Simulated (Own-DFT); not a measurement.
# Response to strain: diamond silicon, 64 atoms (Si64)

Calculated results; nothing here was measured. They come from Own-DFT, an in-house plane-wave density functional program, since retired, whose code no person has reviewed. Each row is one single-point run on a periodic cell that was not relaxed, without spin or spin-orbit coupling.

Settings of every run: PBE; PseudoDojo norm-conserving scalar-relativistic files; cutoff 20 hartree; 3 x 3 x 3 k mesh centred on Gamma; Fermi-Dirac smearing of 0.1 eV.

Known limits: k mesh not checked against a denser one; stress not checked against mesh or cutoff.

Unstrained cell vectors in Å: (10.862, 0.000, 0.000); (0.000, 10.862, 0.000); (0.000, 0.000, 10.862). The unstrained cell has measured lattice constants (interpolated for alloys), not those of this functional. That, the random moves and any unrelaxed bonds set the pressure at no strain. Each run strains this cell uniformly, with the atoms carried along. Every atom was also moved at random, by a Gaussian of width 0.05 Å on each axis. Strain is the symmetric tensor, in per cent. Stress is positive in tension, and the pressure is minus a third of its trace.

```
run,e_xx (%),e_yy (%),e_zz (%),e_yz (%),e_xz (%),e_xy (%),s_xx (GPa),s_yy (GPa),s_zz (GPa),s_yz (GPa),s_xz (GPa),s_xy (GPa),P (GPa),E (meV/atom)
1,-1.66,0.71,-1.81,-0.56,-1.82,-1.89,-6.45,-4.17,-6.54,-1.50,-4.24,-4.65,5.72,31.9
2,-1.96,1.06,0.51,1.72,0.64,-1.57,-4.55,-2.03,-2.56,3.54,0.97,-3.18,3.05,16.5
3,1.91,-1.40,1.99,-1.10,0.50,0.13,0.76,-2.11,0.73,-2.45,1.00,0.46,0.21,0.0
4,0.28,0.95,0.46,-0.63,1.89,-1.79,-1.35,-0.78,-1.29,-1.76,3.44,-2.96,1.14,6.5
5,-1.37,0.44,0.03,1.00,-0.84,1.07,-4.33,-2.91,-3.36,3.15,-2.30,3.10,3.53,9.2
6,-0.52,1.93,-0.97,-0.93,-0.43,-0.23,-2.93,-0.51,-3.21,-1.50,-1.14,-0.31,2.22,11.2
7,-1.05,-1.80,-1.66,1.17,0.49,1.57,-7.26,-8.04,-7.94,2.64,1.11,4.84,7.75,46.2
8,1.89,1.22,1.05,-1.50,-1.57,-1.92,1.16,0.71,0.38,-2.61,-3.50,-3.90,-0.75,16.6
9,-0.89,-1.11,-0.83,-1.69,0.50,0.75,-5.70,-6.00,-5.66,-3.68,1.48,2.13,5.79,31.9
10,1.30,-1.54,-1.65,1.89,0.94,0.33,-2.73,-5.67,-5.65,4.13,2.35,0.43,4.68,22.3
11,0.98,-0.56,1.02,1.26,0.97,0.24,-1.16,-2.42,-0.95,3.94,1.93,-0.37,1.51,18.8
12,-1.42,1.97,-0.17,-0.47,-0.67,-0.47,-3.64,-0.54,-2.65,-0.14,-2.68,-0.61,2.27,6.4
13,0.20,-0.39,1.34,1.57,0.15,1.72,-2.09,-2.46,-0.95,3.53,-0.13,3.43,1.83,18.2
14,1.26,-0.17,-0.58,-0.27,1.83,-1.90,-1.33,-2.72,-2.82,-0.47,3.58,-3.59,2.29,17.2
15,1.48,-0.33,0.50,1.34,-1.01,0.03,?,?,?,?,?,?,?,?
```

E is the free energy for each atom above the lowest run shown.

## Worked fit

Each stress component was fitted by least squares to a constant and the strains of the runs shown, as fractions, with shears doubled. Shear strains stay in the fit of a normal stress only where such slopes are resolved. The slopes, in GPa:

```
stress,at no strain,per e_xx,per e_yy,per e_zz,scatter
s_xx,-2.9,153 ± 7,70 ± 7,72 ± 8,0.30
s_yy,-2.9,65 ± 6,165 ± 5,76 ± 6,0.23
s_zz,-2.9,68 ± 6,72 ± 6,160 ± 7,0.26
```

Each shear stress against twice its own strain: yz 112 ± 6, xz 105 ± 5, xy 114 ± 11 GPa. These are stiffnesses along x, y and z of the frame in which the cell vectors are given, which need not be the crystal's axes. The atoms are held to the strained lattice; where symmetry lets them move under strain, relaxing them would lower some slopes. The table should be nearly symmetric about its diagonal, and what it lacks of that shows the noise. A ninth of its sum, 100 ± 3 GPa, estimates the bulk modulus near the mean pressure of these runs, 2.9 GPa, so it lies above the value at zero pressure.

## Withheld run

Question: what normal stresses and pressure should run 15 give?

The fit gives s_xx = -0.5, s_yy = -2.1, s_zz = -1.3 and P = 1.3 GPa. The calculation gave -0.39, -2.06, -1.34 and P = 1.26 GPa.
